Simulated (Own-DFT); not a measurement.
Simulation results for AlGa₃N₄ (wurtzite random alloy, strained, atoms displaced)

Computed with Own-DFT development build. A calculation, not a measurement: plane-wave density functional theory by an unreviewed code, no spin, of a simulated periodic cell, stress positive in tension, run twice, with PBE and with PBEsol, both on files made for PBE, so the change isn't that of files made for PBEsol, forces on such cells passed a denser k mesh, this cell's mesh not checked; the far tail of each file's local potential was reset to the Coulomb form; each entry is a single point on an unrelaxed cell, so the pressure reflects the starting lattice, mostly measured values (interpolated for alloys), from which strain is counted, and rises with the displacements; printed positions are rounded, which can move forces by about a meV/angstrom; the program, named Own-DFT, is a retired in-house code; no spin-orbit coupling; stress was not checked against mesh or cutoff.

Entry: AlGa₃N₄ (wurtzite random alloy, strained, atoms displaced)

```
cell vectors (Å)
   9.4855     0.0000     0.0000
  -4.7427     8.2147     0.0000
   0.0000     0.0000    10.2685
atoms (fractions of the cell vectors)
Ga  0.11592  0.22252  0.00453
Al  0.22245  0.11759  0.25045
N   0.11984  0.22887  0.18498
N   0.21842  0.10888  0.43578
Ga  0.11425  0.21628  0.50249
Al  0.22327  0.10741  0.75195
N   0.10529  0.21844  0.69170
N   0.22640  0.10526  0.93408
Ga  0.10360  0.55178  0.00359
Ga  0.23484  0.44608  0.25769
N   0.10896  0.54860  0.18940
N   0.21909  0.43931  0.44530
Al  0.10590  0.55174  0.50110
Ga  0.20835  0.43700  0.75055
N   0.10620  0.55518  0.69179
N   0.23419  0.44597  0.93891
Ga  0.11679  0.89406  0.00266
Ga  0.22916  0.77744  0.25048
N   0.10916  0.88997  0.19516
N   0.22030  0.78593  0.43368
Ga  0.10736  0.88747  0.49893
Ga  0.23245  0.77892  0.74990
N   0.09788  0.88028  0.69718
N   0.22860  0.78166  0.94355
Ga  0.44446  0.22275  0.99969
Ga  0.55977  0.11744  0.25392
N   0.44308  0.23145  0.18645
N   0.56427  0.10743  0.43905
Ga  0.45631  0.22620  0.50508
Al  0.55198  0.11254  0.74353
N   0.43924  0.21569  0.69837
N   0.56084  0.10711  0.93857
Ga  0.44006  0.55726  0.99560
Ga  0.56678  0.43961  0.24999
N   0.44723  0.55270  0.19371
N   0.55030  0.44098  0.44278
Al  0.44092  0.55217  0.50111
Al  0.56246  0.45137  0.75657
N   0.45520  0.56263  0.67956
N   0.55386  0.44198  0.94360
Ga  0.43941  0.88567  0.99682
Ga  0.56280  0.77496  0.24420
N   0.44869  0.89509  0.18967
N   0.55173  0.78223  0.44481
Al  0.43973  0.89079  0.50565
Ga  0.55258  0.77025  0.75284
N   0.45179  0.89300  0.68569
N   0.55447  0.77574  0.93493
Al  0.78129  0.22681  0.99223
Ga  0.88762  0.10295  0.25149
N   0.78597  0.23344  0.18475
N   0.89378  0.12273  0.43883
Ga  0.77564  0.20802  0.49774
Ga  0.89149  0.11561  0.75429
N   0.76653  0.21727  0.69411
N   0.88711  0.11005  0.94935
Ga  0.78750  0.56004  0.99617
Al  0.88935  0.44210  0.25587
N   0.77123  0.55595  0.19282
N   0.90077  0.44328  0.44271
Ga  0.76041  0.54402  0.49764
Ga  0.89483  0.46257  0.75450
N   0.78687  0.56718  0.68303
N   0.88508  0.43694  0.93969
Ga  0.77069  0.88456  0.00566
Ga  0.88676  0.78173  0.25938
N   0.78163  0.89280  0.18578
N   0.87516  0.76761  0.43619
Ga  0.77234  0.88625  0.49715
Ga  0.89297  0.77360  0.75430
N   0.77867  0.88008  0.68148
N   0.89256  0.77353  0.93600
```

- functional: PBE, then PBEsol
- potential files: PseudoDojo norm-conserving, scalar-relativistic, standard set
- wave cutoff: 42 hartree
- occupations: Fermi-Dirac
- smearing width: 0.1 eV
- k mesh: 4 x 4 x 3 centred on Gamma
- PBE pressure: 8.34 GPa
- PBE stress xx: -8.36 GPa
- PBE stress yy: -8.26 GPa
- PBE stress zz: -8.41 GPa
- PBE stress yz: -0.43 GPa
- PBE stress xz: 0.21 GPa
- PBE stress xy: -2.22 GPa
- PBEsol pressure: 3.43 GPa
- PBEsol stress xx: -3.45 GPa
- PBEsol stress yy: -3.34 GPa
- PBEsol stress zz: -3.5 GPa
- PBEsol stress yz: -0.42 GPa
- PBEsol stress xz: 0.18 GPa
- PBEsol stress xy: -2.15 GPa
- rms change of force components from PBE to PBEsol: 0.07 eV/Å

Force:
| force element | PBE force x (eV/Å) | PBE force y (eV/Å) | PBE force z (eV/Å) | PBEsol force x (eV/Å) | PBEsol force y (eV/Å) | PBEsol force z (eV/Å) |
| --- | --- | --- | --- | --- | --- | --- |
| Ga | -0.052 | -0.267 | -1.202 | -0.056 | -0.253 | -1.155 |
| Al | 0.65 | -0.7 | -0.276 | 0.653 | -0.702 | -0.279 |
| N | 0.006 | -1.08 | 1.802 | -0.118 | -0.978 | 1.698 |
| N | 1.278 | 0.223 | -0.14 | 1.222 | 0.207 | 0.031 |
| Ga | -0.961 | 0.532 | 0.263 | -0.958 | 0.528 | 0.252 |
| Al | -1.053 | -0.497 | -0.249 | -1.069 | -0.498 | -0.277 |
| N | 1.799 | -0.318 | 0.052 | 1.632 | -0.239 | 0.012 |
| N | -0.919 | 0.977 | -0.064 | -0.886 | 0.953 | 0.126 |
| Ga | 1.429 | 0.39 | -0.003 | 1.404 | 0.395 | 0.004 |
| Ga | -1.589 | -0.226 | -0.411 | -1.556 | -0.231 | -0.423 |
| N | -0.268 | 0.368 | 0.851 | -0.139 | 0.44 | 0.772 |
| N | 0.188 | 1.386 | 0.455 | 0.188 | 1.204 | 0.337 |
| Al | 1.109 | 1.06 | 0.156 | 1.122 | 1.085 | 0.174 |
| Ga | 1.674 | 0.857 | -0.126 | 1.614 | 0.834 | -0.108 |
| N | 1.108 | 0.595 | -1.282 | 1.084 | 0.58 | -1.101 |
| N | -3.044 | -1.081 | -0.746 | -2.974 | -1.064 | -0.73 |
| Ga | -0.353 | -0.901 | 0.615 | -0.338 | -0.885 | 0.593 |
| Ga | -0.842 | -0.127 | -0.707 | -0.832 | -0.111 | -0.685 |
| N | 0.305 | 0.97 | -0.42 | 0.298 | 0.815 | -0.46 |
| N | 1.604 | -1.461 | 2.155 | 1.447 | -1.38 | 2.013 |
| Ga | -0.857 | -0.404 | 0.641 | -0.833 | -0.402 | 0.608 |
| Ga | -1.214 | 0.309 | 0.336 | -1.197 | 0.282 | 0.346 |
| N | 3.436 | 2.598 | -1.641 | 3.347 | 2.404 | -1.644 |
| N | -1.42 | -1.68 | -0.998 | -1.38 | -1.634 | -0.976 |
| Ga | 1.03 | -0.623 | -0.179 | 0.998 | -0.598 | -0.155 |
| Ga | 0.14 | -0.084 | -1.527 | 0.152 | -0.09 | -1.491 |
| N | 0.016 | -2.337 | 0.849 | 0.149 | -2.197 | 0.786 |
| N | -2.194 | -0.516 | 0.541 | -2.129 | -0.345 | 0.479 |
| Ga | -1.024 | -1.384 | 0.032 | -0.999 | -1.334 | 0.022 |
| Al | 0.89 | -0.645 | 1.911 | 0.866 | -0.666 | 1.914 |
| N | -0.088 | 1.432 | -0.728 | -0.087 | 1.457 | -0.861 |
| N | -0.444 | 0.922 | -0.957 | -0.57 | 0.813 | -0.869 |
| Ga | 2.104 | 0.248 | 1.699 | 2.054 | 0.232 | 1.657 |
| Ga | -2.601 | 0.367 | 0.526 | -2.546 | 0.364 | 0.491 |
| N | 0.681 | 0.488 | -0.894 | 0.651 | 0.486 | -0.868 |
| N | -1.341 | -0.265 | -0.714 | -1.144 | -0.339 | -0.74 |
| Al | -0.227 | 0.939 | -0.574 | -0.219 | 0.938 | -0.608 |
| Al | -0.386 | -0.371 | -0.759 | -0.375 | -0.368 | -0.764 |
| N | -0.264 | -2.34 | 1.328 | -0.35 | -2.188 | 1.44 |
| N | 0.542 | 1.107 | -1.574 | 0.527 | 1.069 | -1.397 |
| Ga | 1.553 | 1.323 | 1.152 | 1.506 | 1.297 | 1.127 |
| Ga | -1.706 | 0.353 | 1.513 | -1.664 | 0.351 | 1.477 |
| N | 0.667 | -0.424 | -0.35 | 0.641 | -0.427 | -0.346 |
| N | -0.685 | -1.273 | -0.977 | -0.52 | -1.183 | -1.037 |
| Al | 0.529 | -0.626 | -1.458 | 0.506 | -0.618 | -1.466 |
| Ga | 0.861 | 1.479 | -1.488 | 0.839 | 1.437 | -1.46 |
| N | -0.701 | 0.257 | 0.233 | -0.686 | 0.091 | 0.363 |
| N | -0.03 | 0.164 | 1.007 | -0.029 | 0.152 | 0.987 |
| Al | -0.41 | -1.762 | 1.492 | -0.41 | -1.768 | 1.501 |
| Ga | -0.362 | 2.689 | -0.504 | -0.366 | 2.63 | -0.494 |
| N | -0.2 | -0.696 | -0.068 | -0.201 | -0.845 | 0.007 |
| N | 2.187 | -2.485 | -0.769 | 2.131 | -2.447 | -0.757 |
| Ga | -0.621 | 2.706 | 1.997 | -0.604 | 2.65 | 1.936 |
| Ga | -1.17 | -1.819 | 0.065 | -1.13 | -1.762 | 0.048 |
| N | 0.775 | 1.071 | -0.488 | 0.931 | 1.115 | -0.536 |
| N | 0.229 | 0.446 | -0.936 | 0.368 | 0.353 | -0.97 |
| Ga | -1.345 | -0.941 | 1.677 | -1.323 | -0.912 | 1.643 |
| Al | 0.189 | 0.684 | -0.319 | 0.16 | 0.696 | -0.304 |
| N | 3.404 | 0.879 | -0.713 | 3.216 | 0.905 | -0.722 |
| N | -2.298 | -0.468 | -0.925 | -2.42 | -0.572 | -0.839 |
| Ga | 2.883 | 1.295 | 0.407 | 2.816 | 1.286 | 0.41 |
| Ga | -0.498 | -2.371 | -0.91 | -0.468 | -2.293 | -0.892 |
| N | -1.502 | -2.626 | 0.912 | -1.361 | -2.506 | 0.87 |
| N | 0.242 | 0.912 | -0.303 | 0.234 | 1.118 | -0.367 |
| Ga | 0.996 | 0.266 | -1.838 | 0.973 | 0.273 | -1.784 |
| Ga | 0.958 | -0.741 | -2.058 | 0.929 | -0.736 | -2.01 |
| N | 0.096 | -0.837 | 0.848 | 0.086 | -0.823 | 0.835 |
| N | 0.628 | 0.657 | 1.504 | 0.605 | 0.659 | 1.452 |
| Ga | 0.159 | 0.441 | 0.554 | 0.155 | 0.411 | 0.553 |
| Ga | -2.508 | 0.786 | -0.451 | -2.43 | 0.761 | -0.46 |
| N | -0.537 | 1.175 | 1.775 | -0.531 | 1.143 | 1.736 |
| N | -0.628 | 1.022 | 1.377 | -0.608 | 0.98 | 1.334 |
